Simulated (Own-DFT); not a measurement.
# Strain and stress in rock-salt HfC, 64 atoms (C32Hf32)

Calculated results; nothing here was measured. The program, named Own-DFT, is a retired in-house plane-wave density functional code that no person has reviewed. Each row is one single-point run on a periodic cell that was not relaxed, without spin or spin-orbit coupling.

Settings of every run: PBE; PseudoDojo norm-conserving scalar-relativistic files; cutoff 42 hartree; 4 x 4 x 4 k mesh centred on Gamma; cold (Marzari-Vanderbilt) smearing of 0.2 eV.

Known limits: hafnium file: forces about 75 meV/angstrom off all-electron values; forces on such cells failed a check on a denser k mesh; stress not checked against mesh or cutoff.

Unstrained cell vectors in Å: (3.784, -5.351, 6.554); (-3.784, 5.351, 6.554); (-7.568, -5.351, 0.000). The unstrained cell was taken from the Materials Project. The random moves and any unrelaxed bonds add to the pressure at no strain. Each run strains this cell uniformly, with the atoms carried along. Every atom was also moved at random, by a Gaussian of width 0.05 Å on each axis. Strain is the symmetric tensor, in per cent. Stress is positive in tension, and the pressure is minus a third of its trace.

```
run,e_xx (%),e_yy (%),e_zz (%),e_yz (%),e_xz (%),e_xy (%),s_xx (GPa),s_yy (GPa),s_zz (GPa),s_yz (GPa),s_xz (GPa),s_xy (GPa),P (GPa),E (meV/atom)
1,0.39,-0.91,0.86,0.66,-1.28,-1.36,-4.36,-8.22,-1.55,2.85,-4.84,-5.67,4.71,12.8
2,-1.63,-0.06,0.70,1.86,-1.48,-0.23,-12.81,-7.25,-4.56,8.01,-6.43,-1.11,8.20,17.6
3,1.36,1.65,1.07,-1.72,0.65,-1.59,4.34,5.20,3.70,-5.73,2.25,-5.36,-4.41,0.0
4,0.06,1.64,-1.98,0.10,1.83,-0.18,-5.01,0.63,-12.42,-0.63,6.67,-0.20,5.60,11.0
5,-0.48,-1.25,-0.71,-0.24,0.13,-1.06,-11.10,-12.73,-10.14,-1.13,0.69,-5.00,11.32,6.9
6,-0.52,-0.82,1.10,-1.23,-1.83,1.50,-7.26,-8.58,-1.41,-4.60,-6.46,5.57,5.75,20.5
7,-0.38,-1.03,0.41,0.66,-0.88,0.48,-7.47,-9.81,-5.28,3.02,-3.63,2.22,7.52,11.4
8,1.01,1.35,1.29,1.61,0.70,1.70,2.60,3.41,3.51,5.95,1.73,5.66,-3.17,10.4
9,0.48,-0.97,-0.13,1.90,0.26,1.32,-4.38,-10.25,-7.76,7.96,0.07,5.75,7.46,21.7
10,0.14,1.34,-0.70,-1.74,1.87,1.12,-3.36,-0.21,-8.03,-8.06,7.85,5.06,3.87,14.8
11,1.32,1.93,-0.63,-1.32,-0.38,1.63,2.81,4.04,-4.96,-5.02,-0.64,6.22,-0.63,19.9
12,-1.98,-1.56,0.26,0.40,-1.37,-0.25,-17.92,-15.89,-8.73,2.23,-5.68,-1.77,14.18,32.8
13,-0.25,0.50,-1.45,-0.11,0.38,0.07,-6.96,-4.76,-11.40,-0.57,1.37,0.60,7.71,4.0
14,-0.10,-0.78,1.08,0.99,-0.65,0.53,-5.44,-7.68,-1.31,3.88,-2.64,1.86,4.81,3.7
15,0.87,0.99,1.99,1.83,0.00,-1.37,1.45,2.21,5.99,6.20,-0.02,-5.11,-3.22,18.8
16,-0.82,-1.33,-1.01,-0.93,-1.55,-1.16,-13.25,-14.95,-12.59,-2.93,-5.74,-4.99,13.60,30.4
17,-1.53,-0.06,0.19,-0.49,-0.96,-0.46,?,?,?,?,?,?,?,?
```

E is the free energy for each atom above the lowest run shown.

## Worked fit

Each stress component was fitted by least squares to a constant and the strains of the runs shown, as fractions, with shears doubled. Shear strains stay in the fit of a normal stress only where such slopes are resolved. The slopes, in GPa:

```
stress,at no strain,per e_xx,per e_yy,per e_zz,scatter
s_xx,-5.5,491 ± 24,141 ± 18,104 ± 15,0.63
s_yy,-5.6,129 ± 20,474 ± 15,113 ± 13,0.53
s_zz,-5.4,125 ± 23,112 ± 18,469 ± 15,0.61
```

Each shear stress against twice its own strain: yz 194 ± 7, xz 185 ± 8, xy 193 ± 7 GPa. These are stiffnesses along x, y and z of the frame in which the cell vectors are given, which need not be the crystal's axes. The atoms are held to the strained lattice; where symmetry lets them move under strain, relaxing them would lower some slopes. The table should be nearly symmetric about its diagonal, and what it lacks of that shows the noise. A ninth of its sum, 240 ± 5 GPa, estimates the bulk modulus near the mean pressure of these runs, 5.2 GPa, so it lies above the value at zero pressure.

## Withheld run

Question: what normal stresses and pressure should run 17 give?

The fit gives s_xx = -12.9, s_yy = -7.6, s_zz = -6.5 and P = 9.0 GPa. The calculation gave -12.77, -6.92, -5.57 and P = 8.42 GPa.
